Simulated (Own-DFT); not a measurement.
## Calculated data, SiC (4H silicon carbide, strained, atoms displaced), GaP (zincblende, strained, atoms displaced), SiC (2H silicon carbide, atoms displaced)

Computed with Own-DFT development build. A calculation, not a measurement: plane-wave PBE density functional theory by an unreviewed code, no spin, of a simulated periodic cell, stress positive in tension, free energy of the whole cell less one offset for each atom, forces on such cells passed a denser k mesh, this cell's mesh not checked; offsets are fitted by least squares, one for each functional and potential file, so energies compare only between cells with the same atoms and settings and are not formation energies; the far tail of each file's local potential was reset to the Coulomb form; each entry is a single point on an unrelaxed cell, so the pressure reflects the starting lattice, mostly measured values (interpolated for alloys), from which strain is counted, and rises with the displacements; printed positions are rounded, which can move forces by about a meV/angstrom; the program, named Own-DFT, is a retired in-house code; no spin-orbit coupling.

Settings shared by all entries: functional PBE; potential files PseudoDojo norm-conserving, scalar-relativistic, standard set; wave cutoff 42 hartree; occupations Fermi-Dirac; smearing width 0.1 eV; hardware one NVIDIA H100.

(1) SiC (4H silicon carbide, strained, atoms displaced)

```
SiC
1.0
      9.1944     0.1421    -0.0502
     -4.4742     7.8197    -0.0659
     -0.0547    -0.1144    10.1471
Si C Si C Si C Si C Si C Si C Si C Si C Si C Si C Si C Si C Si C Si C Si C Si C Si C Si C
2 2 2 2 2 2 2 2 2 2 2 2 2 2 2 2 2 2 2 2 2 2 2 2 2 2 2 2 2 2 2 2 2 2 2 2
Direct
  0.00640 0.99434 0.40895
  0.10880 0.22388 0.15495
  0.99224 0.00676 0.09663
  0.10679 0.22809 0.35366
  0.99806 0.32346 0.41588
  0.11422 0.54587 0.15559
  0.00166 0.33000 0.08954
  0.11552 0.55092 0.33840
  0.00227 0.66805 0.39717
  0.11364 0.89591 0.15634
  0.00716 0.66657 0.08585
  0.11055 0.88371 0.33731
  0.32325 0.00228 0.40696
  0.44448 0.22146 0.15415
  0.32271 0.99098 0.09465
  0.44628 0.22721 0.33963
  0.33436 0.33127 0.40579
  0.43524 0.55042 0.16563
  0.33575 0.33084 0.09508
  0.44614 0.54960 0.33990
  0.33593 0.67881 0.40701
  0.43665 0.89763 0.15877
  0.32226 0.67304 0.08990
  0.44311 0.89034 0.34402
  0.66967 0.99745 0.40653
  0.77194 0.22391 0.15743
  0.67179 0.99847 0.09754
  0.76991 0.21490 0.34807
  0.66666 0.32863 0.40492
  0.77424 0.55407 0.15088
  0.66453 0.32752 0.08446
  0.77810 0.54272 0.34594
  0.66043 0.66581 0.41447
  0.78640 0.89634 0.15160
  0.66399 0.66303 0.09028
  0.77433 0.90396 0.34875
  0.99867 0.99943 0.90433
  0.89263 0.77901 0.65777
  0.00390 0.99874 0.60421
  0.89078 0.77285 0.84044
  0.00223 0.65703 0.90758
  0.88760 0.44559 0.65748
  0.00159 0.66522 0.59046
  0.89099 0.44554 0.84604
  0.00018 0.33250 0.89496
  0.89407 0.11742 0.65778
  0.01075 0.33793 0.59150
  0.87836 0.11931 0.84087
  0.66890 0.00995 0.90668
  0.55435 0.78113 0.65630
  0.66579 0.99683 0.59108
  0.54337 0.77922 0.84427
  0.67315 0.65798 0.90540
  0.54675 0.44464 0.66531
  0.67290 0.66776 0.58575
  0.55422 0.44637 0.84590
  0.66811 0.33443 0.90598
  0.56261 0.11372 0.65803
  0.66322 0.33958 0.59430
  0.55993 0.11443 0.83655
  0.33729 0.00436 0.90089
  0.23490 0.77815 0.65793
  0.33309 0.00015 0.59104
  0.22710 0.78434 0.85237
  0.33377 0.66557 0.91252
  0.22517 0.44705 0.65211
  0.33060 0.66754 0.59750
  0.21782 0.43881 0.84121
  0.33221 0.33499 0.89453
  0.21038 0.10779 0.65611
  0.33223 0.32948 0.60259
  0.21825 0.10318 0.84666
```

| Property | Result |
| --- | --- |
| k mesh | 4 x 4 x 3 centred on Gamma |
| free energy of cell above offsets | -4.653 eV |
| pressure | 8.63 GPa |
| stress xx | -9.63 GPa |
| stress yy | -13.26 GPa |
| stress zz | -3.01 GPa |
| stress yz | -3.79 GPa |
| stress xz | -1.48 GPa |
| stress xy | 7.27 GPa |
| wall time | 352.7 s |

Force:
```
element  x (eV/Å)  y (eV/Å)  z (eV/Å)
     Si    -2.745     1.118     0.238
     Si     0.957     0.674     1.113
      C     2.896    -0.747    -1.437
      C     3.699    -2.503    -1.934
     Si    -2.741     2.405    -2.013
     Si    -1.579     1.329    -0.327
      C    -1.451    -0.006    -0.576
      C    -0.495      0.03     1.388
     Si     0.427    -2.259     1.337
     Si    -0.968    -1.747     -1.47
      C    -1.528    -0.329     2.294
      C    -0.579      0.84     0.607
     Si     2.504     0.318    -0.116
     Si      0.13    -0.319    -0.136
      C    -0.114     3.225    -1.333
      C     0.206    -1.347     0.493
     Si    -0.887     0.575     0.728
     Si     0.577     1.437    -3.316
      C    -1.601     0.171     -1.18
      C     -1.09      1.26     2.922
     Si     0.386    -2.473    -0.289
     Si     3.041    -1.875     0.054
      C     2.715    -0.913     1.878
      C    -0.279     1.102     0.119
     Si    -4.321      1.57     1.228
     Si     2.276    -0.495     0.254
      C    -2.816     0.858    -1.282
      C     1.332     0.962    -0.643
     Si    -0.983     0.308     1.321
     Si     1.403     0.131     0.936
      C     -0.93     0.397      1.38
      C    -1.165     2.515    -1.378
     Si     1.473     0.212    -3.766
     Si     -1.65    -2.414     2.024
      C    -0.498     0.716     0.719
      C     5.958    -4.034    -1.978
     Si    -0.712     0.019     0.475
     Si     0.201    -1.179     -0.52
      C    -1.976     -0.46    -2.279
      C    -0.495     0.059     0.903
     Si    -0.077     2.976    -0.372
     Si    -0.078     0.351    -0.793
      C     0.718     0.685     0.017
      C     -0.85    -1.044     -1.35
     Si     0.332     0.816     2.723
     Si    -0.871    -0.939    -0.646
      C    -1.822    -0.741     1.732
      C     2.472    -2.075    -0.347
     Si    -0.044    -2.218     0.814
     Si     0.786    -0.654     0.525
      C     0.586     1.096     0.347
      C     2.796     0.061    -0.067
     Si    -2.247     2.973     0.515
     Si     1.839     0.624    -2.025
      C    -1.512    -0.203     4.015
      C     0.199    -1.458    -0.354
     Si     0.239    -0.133    -0.998
     Si    -1.371     0.316     -1.98
      C     0.971    -0.994     0.305
      C    -1.394     0.187     1.649
     Si     0.541    -0.401     1.394
     Si    -4.092     1.048     1.112
      C    -0.115     0.329     0.715
      C    -0.025    -1.858    -2.061
     Si    -0.513     0.203    -1.115
     Si    -0.031     0.102     1.102
      C     2.684    -0.631    -2.012
      C     -0.45      1.24    -0.638
     Si      0.46    -0.976     2.767
     Si     3.596     0.368     1.344
      C    -0.317     0.344    -1.795
      C    -0.985     1.471    -0.967
```

(2) GaP (zincblende, strained, atoms displaced)

```
GaP
1.0
     10.8620     0.0000     0.0000
      0.0000    10.8620     0.0000
      0.0000     0.0000    10.9361
Ga P Ga P Ga P Ga P Ga P Ga P Ga P Ga P
4 4 4 4 4 4 4 4 4 4 4 4 4 4 4 4
Direct
  0.00029 0.00058 0.99882
  0.99684 0.25186 0.25006
  0.24937 0.99565 0.24553
  0.25702 0.25028 0.00642
  0.12767 0.13347 0.13149
  0.13215 0.37247 0.37475
  0.37298 0.13175 0.37208
  0.37206 0.37837 0.12963
  0.99929 0.00628 0.50042
  0.99697 0.25087 0.75088
  0.25654 0.99403 0.75343
  0.24861 0.25028 0.50414
  0.12429 0.12463 0.61751
  0.12571 0.37269 0.87165
  0.37258 0.12226 0.88266
  0.38299 0.36996 0.62943
  0.99983 0.50387 0.99614
  0.99890 0.74949 0.24631
  0.25067 0.50039 0.24760
  0.24651 0.74734 0.00171
  0.12199 0.61827 0.11954
  0.12539 0.87677 0.37192
  0.38107 0.62960 0.38071
  0.37662 0.87732 0.12170
  0.99407 0.49642 0.49089
  0.99597 0.75319 0.74699
  0.24749 0.51050 0.74540
  0.25242 0.74652 0.49893
  0.12581 0.63057 0.62343
  0.12890 0.87031 0.88024
  0.37529 0.62365 0.87039
  0.36982 0.86945 0.63008
  0.49126 0.00159 0.00294
  0.50249 0.24708 0.24740
  0.76071 0.00458 0.25696
  0.74939 0.24969 0.00945
  0.62134 0.12953 0.12671
  0.62469 0.36658 0.37682
  0.87316 0.13284 0.38071
  0.87601 0.37588 0.11022
  0.49963 0.00882 0.49776
  0.49339 0.25226 0.74289
  0.75571 0.99954 0.75523
  0.75205 0.25321 0.49968
  0.62166 0.12597 0.62403
  0.61990 0.38095 0.87236
  0.87804 0.12164 0.87307
  0.88147 0.37036 0.62754
  0.50625 0.49604 0.99215
  0.49774 0.76085 0.24440
  0.75743 0.49378 0.25594
  0.75936 0.75062 0.00630
  0.62163 0.61929 0.12183
  0.62450 0.87338 0.37121
  0.87824 0.62082 0.37469
  0.86935 0.87203 0.11604
  0.50574 0.49939 0.50161
  0.49486 0.74507 0.75428
  0.74345 0.49774 0.75571
  0.75256 0.74786 0.48996
  0.61810 0.63402 0.62380
  0.62361 0.87439 0.87475
  0.87242 0.62808 0.87830
  0.87921 0.88002 0.62585
```

| Property | Result |
| --- | --- |
| k mesh | 3 x 3 x 3 centred on Gamma |
| free energy of cell above offsets | -32.874 eV |
| pressure | 3.72 GPa |
| stress xx | -3.86 GPa |
| stress yy | -3.93 GPa |
| stress zz | -3.36 GPa |
| stress yz | -0.11 GPa |
| stress xz | -0.26 GPa |
| stress xy | -0.02 GPa |
| wall time | 512.1 s |

Force:
```
element  x (eV/Å)  y (eV/Å)  z (eV/Å)
     Ga     0.688     0.073     0.376
     Ga     0.143     0.474    -0.066
     Ga     0.101     0.715     0.397
     Ga    -0.807     0.379    -0.429
      P    -0.492    -1.067    -0.646
      P    -0.837     0.463    -0.149
      P    -0.154    -0.793     0.013
      P     1.281    -0.093    -0.677
     Ga     0.143    -0.602    -0.476
     Ga     0.952     -0.66     0.031
     Ga     -0.97     0.534    -0.044
     Ga     0.629     0.171    -0.094
      P     0.395    -0.057     1.644
      P     0.404     0.393     0.284
      P     0.111     0.724    -1.118
      P    -2.019     1.851    -1.416
     Ga     0.165    -0.599    -0.907
     Ga     0.209     0.134    -0.181
     Ga     0.022     0.661     0.775
     Ga     0.714    -0.355    -0.055
      P     0.371     0.675     0.935
      P    -0.299    -0.357     0.269
      P    -0.201    -0.528    -1.138
      P    -1.027    -0.476     0.092
     Ga     1.393    -0.315      1.19
     Ga     0.543    -0.288     0.587
     Ga      0.16    -1.266     0.123
     Ga    -0.393     0.632    -0.014
      P    -1.025    -0.525    -0.558
      P     -0.73      0.57    -0.638
      P    -0.396    -0.253     1.258
      P     0.974     0.568    -0.888
     Ga     1.601    -0.063     -0.47
     Ga    -0.707     0.713     0.342
     Ga    -1.033    -0.445    -0.737
     Ga    -0.531    -0.306     -1.67
      P     0.668    -1.245    -0.118
      P     0.196     0.981      -0.3
      P     0.671    -0.433    -0.546
      P     0.395     0.297     1.898
     Ga    -0.451    -0.968     0.056
     Ga     1.242    -1.367     1.837
     Ga    -1.092     -0.12    -0.588
     Ga    -0.543    -0.079     1.023
      P     0.928    -0.011     0.501
      P     0.658    -2.318    -0.141
      P    -0.379     0.788     0.701
      P    -1.212     1.094    -0.335
     Ga    -1.475     0.754     1.066
     Ga     0.482     -1.38     0.211
     Ga    -0.959    -0.134    -0.954
     Ga    -2.468    -1.064    -1.173
      P     0.662     0.601      0.76
      P      0.35      0.88     0.231
      P    -0.256     0.655    -0.603
      P     1.557     1.651     2.058
     Ga    -0.166      -0.2    -0.033
     Ga     0.457      1.04    -0.264
     Ga     0.702     0.896     -1.11
     Ga    -0.269     0.404     1.048
      P     1.302    -0.793    -0.008
      P     0.096    -0.039     0.509
      P     0.239    -0.238    -0.895
      P    -0.715    -0.338    -0.772
```

(3) SiC (2H silicon carbide, atoms displaced)

```
SiC
1.0
      9.2481     0.0000     0.0000
     -4.6241     8.0091     0.0000
      0.0000     0.0000    10.0681
Si C Si C Si C Si C Si C Si C Si C Si C Si C Si C Si C Si C Si C Si C Si C Si C Si C Si C
2 2 2 2 2 2 2 2 2 2 2 2 2 2 2 2 2 2 2 2 2 2 2 2 2 2 2 2 2 2 2 2 2 2 2 2
Direct
  0.99165 0.98622 0.00067
  0.10796 0.20848 0.24897
  0.00081 0.98828 0.18861
  0.11202 0.21948 0.43033
  0.00762 0.00938 0.50764
  0.10838 0.22487 0.75456
  0.98657 0.99031 0.68999
  0.10429 0.21800 0.93845
  0.00872 0.34277 0.99688
  0.12228 0.56765 0.25878
  0.00082 0.33075 0.18042
  0.10365 0.55599 0.43319
  0.00407 0.34593 0.48866
  0.11067 0.55301 0.74211
  0.99335 0.32950 0.68116
  0.11427 0.55438 0.94592
  0.00660 0.67145 0.00061
  0.10437 0.89358 0.25281
  0.00189 0.66749 0.18006
  0.10803 0.89936 0.42795
  0.00822 0.67099 0.50092
  0.12117 0.89737 0.74174
  0.00501 0.67684 0.68980
  0.10249 0.88431 0.93366
  0.32780 0.99431 0.00212
  0.43780 0.22014 0.25027
  0.32448 0.01069 0.19915
  0.44790 0.21790 0.42756
  0.33246 0.99654 0.50270
  0.45307 0.22562 0.75396
  0.34698 0.00714 0.70140
  0.45038 0.22788 0.92270
  0.33169 0.33267 0.00001
  0.45190 0.55548 0.24886
  0.33778 0.32614 0.18551
  0.43366 0.54619 0.44187
  0.33320 0.33421 0.50346
  0.43485 0.55564 0.75233
  0.33935 0.32438 0.68369
  0.43560 0.53597 0.93675
  0.32779 0.67120 0.00132
  0.44891 0.89744 0.25344
  0.32255 0.65057 0.18211
  0.44513 0.90475 0.44095
  0.34117 0.66477 0.49445
  0.44231 0.89583 0.75408
  0.32479 0.66206 0.69297
  0.45149 0.90365 0.93921
  0.66904 0.99998 0.00252
  0.77387 0.21168 0.25454
  0.65455 0.98942 0.19194
  0.78696 0.22983 0.43497
  0.65712 0.98838 0.49901
  0.77796 0.20876 0.74570
  0.66937 0.99277 0.68579
  0.77267 0.20750 0.94423
  0.67316 0.33313 0.01162
  0.77736 0.55356 0.24696
  0.66549 0.32303 0.19105
  0.77437 0.55685 0.44005
  0.66839 0.32991 0.50115
  0.77094 0.54607 0.75128
  0.66376 0.33064 0.68314
  0.76928 0.55165 0.93123
  0.67096 0.66007 0.00499
  0.77814 0.87990 0.24725
  0.65535 0.66365 0.18823
  0.77857 0.88787 0.43408
  0.67689 0.66838 0.50099
  0.79020 0.89969 0.74036
  0.66348 0.65860 0.67864
  0.76708 0.87972 0.93048
```

| Property | Result |
| --- | --- |
| k mesh | 4 x 4 x 3 centred on Gamma |
| free energy of cell above offsets | -2.871 eV |
| pressure | 6.46 GPa |
| stress xx | -5.75 GPa |
| stress yy | -4.23 GPa |
| stress zz | -9.39 GPa |
| stress yz | 1.05 GPa |
| stress xz | 1.11 GPa |
| stress xy | 0.58 GPa |
| wall time | 353.7 s |

Force:
```
element  x (eV/Å)  y (eV/Å)  z (eV/Å)
     Si    -0.879     1.423    -0.806
     Si    -0.525     2.137    -1.358
      C    -3.469     1.267    -1.598
      C    -0.481     1.143     1.907
     Si    -1.476    -0.928    -1.838
     Si     1.161    -0.458    -1.167
      C     5.383     3.986    -1.438
      C     0.792    -0.325     0.317
     Si    -0.865    -2.947     1.062
     Si    -1.769    -2.625    -3.744
      C     0.057    -0.298     2.421
      C     1.948     2.099     1.618
     Si     1.068    -3.147     1.187
     Si      -1.7    -0.094     1.912
      C     1.127     0.761     0.085
      C    -1.449     1.288     -3.01
     Si    -1.002    -1.417    -1.587
     Si     2.847     -2.19    -1.184
      C    -0.338     0.418      2.56
      C      1.46    -1.439     4.197
     Si    -2.641     0.615    -0.171
     Si    -1.068     -0.76     2.087
      C     0.412    -1.567    -0.717
      C     1.504     0.668     -0.16
     Si     -0.91     2.286    -0.033
     Si     1.843     1.135     -0.21
      C     2.117    -3.122    -2.708
      C    -0.717     0.647     3.454
     Si    -1.957     2.321      0.07
     Si    -0.391     0.446    -2.623
      C    -2.609    -0.159    -3.527
      C    -0.277    -0.808      6.36
     Si     0.664    -2.456    -0.387
     Si     -3.38     -2.29     0.742
      C    -1.896     1.257     0.039
      C     2.142     1.668    -1.764
     Si     0.893    -1.782    -1.387
     Si     2.632    -0.922    -0.556
      C    -2.573     0.752     1.149
      C    -0.641     4.417     0.203
     Si     2.503    -0.321    -0.851
     Si    -2.513    -1.776    -0.398
      C     1.579     2.927     1.992
      C     1.777    -3.678    -0.807
     Si    -2.256     1.062     1.471
     Si     2.901    -2.113     0.356
      C     1.017     1.667    -1.645
      C    -0.139    -2.474      0.52
     Si     0.073    -1.564     0.365
     Si     0.921     1.296    -1.542
      C     2.577     0.941    -0.736
      C    -0.842    -1.729     0.989
     Si     1.855     2.347    -0.063
     Si    -1.805     1.523     1.113
      C    -1.768     0.024    -0.469
      C       0.5     3.558    -1.727
     Si    -0.872    -0.946    -3.116
     Si     0.374     -0.48     0.822
      C     -0.78      1.04     0.565
      C     2.227    -0.623    -1.185
     Si    -0.738     0.431    -1.377
     Si    -0.077     1.487    -1.526
      C     1.866    -0.527     0.847
      C       2.5    -0.304     2.453
     Si    -2.599     0.067    -2.284
     Si    -1.162     1.164     0.801
      C     3.453     0.352    -0.546
      C    -0.059     0.038     0.584
     Si    -2.077    -0.151    -0.578
     Si    -3.839    -5.572     2.606
      C    -0.542     1.048     2.612
      C     0.905     0.286     1.359
```
